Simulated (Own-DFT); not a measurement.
Simulation results for AlN (wurtzite, strained, atoms displaced)

Computed with Own-DFT development build. A calculation, not a measurement: plane-wave PBE density functional theory by an unreviewed code, no spin, of a simulated periodic cell, stress positive in tension, free energy of the whole cell less one offset for each atom, forces on such cells moved up to 12 meV/angstrom on a denser k mesh; offsets are fitted by least squares, one for each functional and potential file, so energies compare only between cells with the same atoms and settings and are not formation energies; the far tail of each file's local potential was reset to the Coulomb form; each entry is a single point on an unrelaxed cell, so the pressure reflects the starting lattice, mostly measured values (interpolated for alloys), from which strain is counted, and rises with the displacements; printed positions are rounded, which can move forces by about a meV/angstrom; the program, named Own-DFT, is a retired in-house code; no spin-orbit coupling; before rounding, a Quantum ESPRESSO 7.3.1 run of the same cell and cutoff gave forces within 1 meV/angstrom rms on each cell, which checks the program and not the settings.

AlN (wurtzite, strained, atoms displaced)

```cif
# cell vector a (Å): 9.0793 0.0000 0.0000
# cell vector b (Å): -4.5396 7.8629 0.0000
# cell vector c (Å): 0.0000 0.0000 9.9640
data_AlN
_symmetry_space_group_name_H-M 'P 1'
_symmetry_Int_Tables_number 1
_cell_length_a 9.0793
_cell_length_b 9.0793
_cell_length_c 9.9640
_cell_angle_alpha 90.000
_cell_angle_beta 90.000
_cell_angle_gamma 120.000
_cell_volume 711.33
loop_
_atom_site_label
_atom_site_type_symbol
_atom_site_fract_x
_atom_site_fract_y
_atom_site_fract_z
_atom_site_occupancy
Al1 Al 0.10455 0.21680 0.00792 1
Al2 Al 0.21677 0.10744 0.25175 1
N1 N 0.09695 0.20359 0.19082 1
N2 N 0.22267 0.11014 0.43278 1
Al3 Al 0.10755 0.22027 0.49719 1
Al4 Al 0.22663 0.11332 0.75269 1
N3 N 0.11577 0.22303 0.68511 1
N4 N 0.22390 0.11968 0.93435 1
Al5 Al 0.11336 0.55553 0.00400 1
Al6 Al 0.22215 0.43921 0.25486 1
N5 N 0.10722 0.54000 0.18669 1
N6 N 0.22864 0.43801 0.44676 1
Al7 Al 0.10630 0.55593 0.50073 1
Al8 Al 0.23424 0.45155 0.75661 1
N7 N 0.11617 0.56414 0.69917 1
N8 N 0.22321 0.44477 0.93528 1
Al9 Al 0.11274 0.89336 0.99973 1
Al10 Al 0.21430 0.77485 0.25421 1
N9 N 0.11156 0.89087 0.18402 1
N10 N 0.22397 0.77287 0.44271 1
Al11 Al 0.11178 0.88452 0.50133 1
Al12 Al 0.21083 0.76141 0.74960 1
N11 N 0.10130 0.89270 0.68517 1
N12 N 0.22086 0.76865 0.93877 1
Al13 Al 0.44498 0.22778 0.99898 1
Al14 Al 0.55116 0.11667 0.24317 1
N13 N 0.44531 0.22217 0.19000 1
N14 N 0.55135 0.11339 0.44514 1
Al15 Al 0.44510 0.21640 0.50932 1
Al16 Al 0.55854 0.10467 0.75389 1
N15 N 0.44485 0.22312 0.69048 1
N16 N 0.56630 0.12829 0.92918 1
Al17 Al 0.43254 0.55804 0.99963 1
Al18 Al 0.55794 0.44322 0.24922 1
N17 N 0.45165 0.56352 0.19445 1
N18 N 0.56347 0.44968 0.44140 1
Al19 Al 0.45050 0.55534 0.48889 1
Al20 Al 0.55688 0.45019 0.74372 1
N19 N 0.44511 0.55914 0.68762 1
N20 N 0.55970 0.44384 0.94359 1
Al21 Al 0.45145 0.89023 0.99548 1
Al22 Al 0.55787 0.78296 0.25249 1
N21 N 0.44597 0.88017 0.19206 1
N22 N 0.55623 0.79116 0.45230 1
Al23 Al 0.44711 0.89856 0.50765 1
Al24 Al 0.56512 0.77605 0.74728 1
N23 N 0.44330 0.88256 0.69186 1
N24 N 0.56050 0.77427 0.94508 1
Al25 Al 0.77319 0.23791 0.00551 1
Al26 Al 0.88815 0.12677 0.24152 1
N25 N 0.77879 0.21867 0.19071 1
N26 N 0.88936 0.11246 0.44408 1
Al27 Al 0.77424 0.21895 0.49513 1
Al28 Al 0.89231 0.11380 0.74443 1
N27 N 0.78032 0.23185 0.68602 1
N28 N 0.88530 0.10692 0.93999 1
Al29 Al 0.77249 0.54317 0.99576 1
Al30 Al 0.88591 0.44476 0.25141 1
N29 N 0.77606 0.55677 0.18719 1
N30 N 0.88514 0.44576 0.43692 1
Al31 Al 0.78036 0.56550 0.50175 1
Al32 Al 0.89997 0.44615 0.75232 1
N31 N 0.77479 0.54602 0.69646 1
N32 N 0.88816 0.43705 0.93935 1
Al33 Al 0.77821 0.90074 0.99561 1
Al34 Al 0.90793 0.78070 0.24743 1
N33 N 0.78014 0.88180 0.19856 1
N34 N 0.88861 0.77143 0.43476 1
Al35 Al 0.77440 0.89177 0.50531 1
Al36 Al 0.89589 0.78462 0.75300 1
N35 N 0.77924 0.88727 0.67980 1
N36 N 0.87564 0.77183 0.93536 1
```

- functional: PBE
- potential files: PseudoDojo norm-conserving, scalar-relativistic, standard set
- wave cutoff: 42 hartree
- occupations: Fermi-Dirac
- smearing width: 0.1 eV
- k mesh: 3 x 3 x 2 centred on Gamma
- free energy of cell above offsets: -25.764 eV
- pressure: 19.46 GPa
- stress xx: -23.56 GPa
- stress yy: -23.21 GPa
- stress zz: -11.6 GPa
- stress yz: 1.05 GPa
- stress xz: -0.1 GPa
- stress xy: -1.66 GPa

Force:
| element | x (eV/Å) | y (eV/Å) | z (eV/Å) |
| --- | --- | --- | --- |
| Al | 0.041 | 0.651 | -1.747 |
| Al | 0.928 | 0.336 | -0.099 |
| N | 1.696 | 3.143 | -0.39 |
| N | 0.34 | -0.393 | 1.376 |
| Al | 1.112 | -0.633 | 0.974 |
| Al | -0.687 | 0.059 | -1.201 |
| N | -0.317 | 0.686 | 0.836 |
| N | 0.276 | -1.145 | 1.672 |
| Al | -0.407 | -0.952 | -0.626 |
| Al | 0.81 | -0.061 | 0.169 |
| N | -0.69 | 1.484 | 1.138 |
| N | -2.158 | 1.224 | -1.559 |
| Al | 1.329 | -1.296 | 0.733 |
| Al | -1.071 | -1.435 | -2.16 |
| N | 0.926 | -5.073 | -3.148 |
| N | -1.061 | -1.154 | 1.785 |
| Al | -0.429 | -0.955 | -1.429 |
| Al | 1.972 | -0.375 | -0.699 |
| N | 2.493 | 0.376 | -0.241 |
| N | -0.526 | 0.819 | -0.511 |
| Al | -0.965 | 0.732 | -0.487 |
| Al | 0.082 | 6.636 | 1.419 |
| N | 3.154 | -0.045 | 0.54 |
| N | -0.515 | 2.055 | 0.237 |
| Al | -0.092 | -0.509 | -0.194 |
| Al | 1.738 | -2.328 | 2.026 |
| N | -1.725 | 0.206 | -1.101 |
| N | 0.889 | -0.171 | -2.064 |
| Al | -1.723 | 1.721 | -1.159 |
| Al | -0.618 | 1.227 | -2.286 |
| N | 0.533 | -0.498 | 0.661 |
| N | -0.923 | -2.34 | 3.077 |
| Al | 3.409 | -0.389 | 1.393 |
| Al | -0.436 | 0.994 | 0.599 |
| N | -1.094 | -2 | -0.409 |
| N | -0.095 | -1.595 | -0.655 |
| Al | -0.737 | 1.458 | 1.816 |
| Al | 0.099 | -1.172 | 1.554 |
| N | 0.796 | -0.187 | -0.588 |
| N | -2.716 | 0.269 | -1.268 |
| Al | -0.751 | 0.343 | 0.47 |
| Al | 1.853 | -0.2 | 1.496 |
| N | -2.766 | 2.081 | -1.239 |
| N | 0.515 | -1.909 | -2.059 |
| Al | -0.164 | -1.197 | -0.259 |
| Al | -1.185 | 0.221 | 0.6 |
| N | -0.589 | 0.376 | 1.023 |
| N | -1.37 | 0.815 | -1.936 |
| Al | 2.184 | -3.42 | -0.243 |
| Al | 2.358 | -5.535 | 3.279 |
| N | -4.222 | 2.23 | -1.141 |
| N | -0.555 | 0.144 | -1.634 |
| Al | 0.013 | 0.978 | 1.109 |
| Al | -0.215 | 0.267 | 0.271 |
| N | 0.832 | -1.675 | -0.069 |
| N | -0.764 | 3.136 | -0.976 |
| Al | 0.116 | 2.626 | 0.609 |
| Al | -0.13 | 0.153 | -0.093 |
| N | 1.513 | -0.427 | -0.451 |
| N | 0.597 | -0.088 | 0.311 |
| Al | 0.713 | -1.942 | 1.148 |
| Al | -1.953 | -0.633 | 0.111 |
| N | 0.951 | 2.27 | -1.181 |
| N | 0.777 | 2.968 | -0.353 |
| Al | 1.457 | -3.348 | 2.739 |
| Al | -4.554 | -1.308 | 0.782 |
| N | -0.329 | 1.956 | -1.4 |
| N | 0.047 | 2.301 | 0.285 |
| Al | 1.457 | -0.169 | -3.001 |
| Al | -1.682 | -2.01 | -0.232 |
| N | 0.44 | 0.658 | 2.99 |
| N | 1.771 | 0.97 | 1.057 |
